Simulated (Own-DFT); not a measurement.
# One host, several defects: zincblende GaAs

Everything here is calculated. The program is Own-DFT (plane waves, in-house, since retired, never reviewed by a person); positions were held fixed, and spin and spin-orbit coupling were off.

Common settings: PBE; PseudoDojo norm-conserving scalar-relativistic files; cutoff 42 hartree; 3 x 3 x 3 k mesh centred on Gamma; Fermi-Dirac smearing of 0.1 eV.

Limits (not all hold for every row): not probed for a lower state with spin; forces not confirmed at this smearing and k mesh; stress not checked against mesh or cutoff.

All runs share one cell, with vectors in Å (11.737, 0.000, 0.000); (0.000, 11.737, 0.000); (0.000, 0.000, 10.833) and a volume of 1492.4 Å³, strained against the parent crystal. The atoms are randomly displaced, by u rms on each axis. The defect's site can differ from row to row.

| cell | formula | u (Å) | P (GPa) |
|---|---|---|---|
| no defect | As32Ga32 | 0.0294 | 1.26 |
| no defect | As32Ga32 | 0.0494 | 1.45 |
| no defect | As32Ga32 | 0.0504 | 1.52 |
| one Al on a Ga site | AlAs32Ga31 | 0.0306 | 1.28 |
| one Al on a Ga site | AlAs32Ga31 | 0.0308 | 1.21 |
| one Al on a Ga site | AlAs32Ga31 | 0.0473 | 1.46 |
| one As vacancy and one Ga vacancy | As31Ga31 | 0.0257 | ? |
| one As vacancy and one Ga vacancy | As31Ga31 | 0.0294 | 0.96 |
| one As vacancy and one Ga vacancy | As31Ga31 | 0.0466 | 1.20 |
| one As vacancy and one Ga vacancy | As31Ga31 | 0.0480 | 1.12 |

## Working it out

P = P0 + c u² + a shift for each defect gives P0 = 1.12 GPa, c = 148 ± 22 GPa/Å² and a scatter of 0.04 GPa. The shifts, and each times the cell's volume:

- one Al on a Ga site: -0.01 ± 0.04 GPa, -0.1 eV (not resolved)
- one As vacancy and one Ga vacancy: -0.29 ± 0.04 GPa, -2.7 eV

Positive is outwards. The product with the volume (160.2 GPa Å³ to the eV) is nearly free of the cell's size; divided by the bulk modulus at the cell's pressure it gives the volume that the defect adds. The atoms around the defects weren't relaxed, which would change these numbers.

## Prediction

The question: what pressure belongs in the blank (one As vacancy and one Ga vacancy, u = 0.0257 Å)?

From the fit: 0.93 ± 0.06 GPa. Computed: 0.83 GPa.
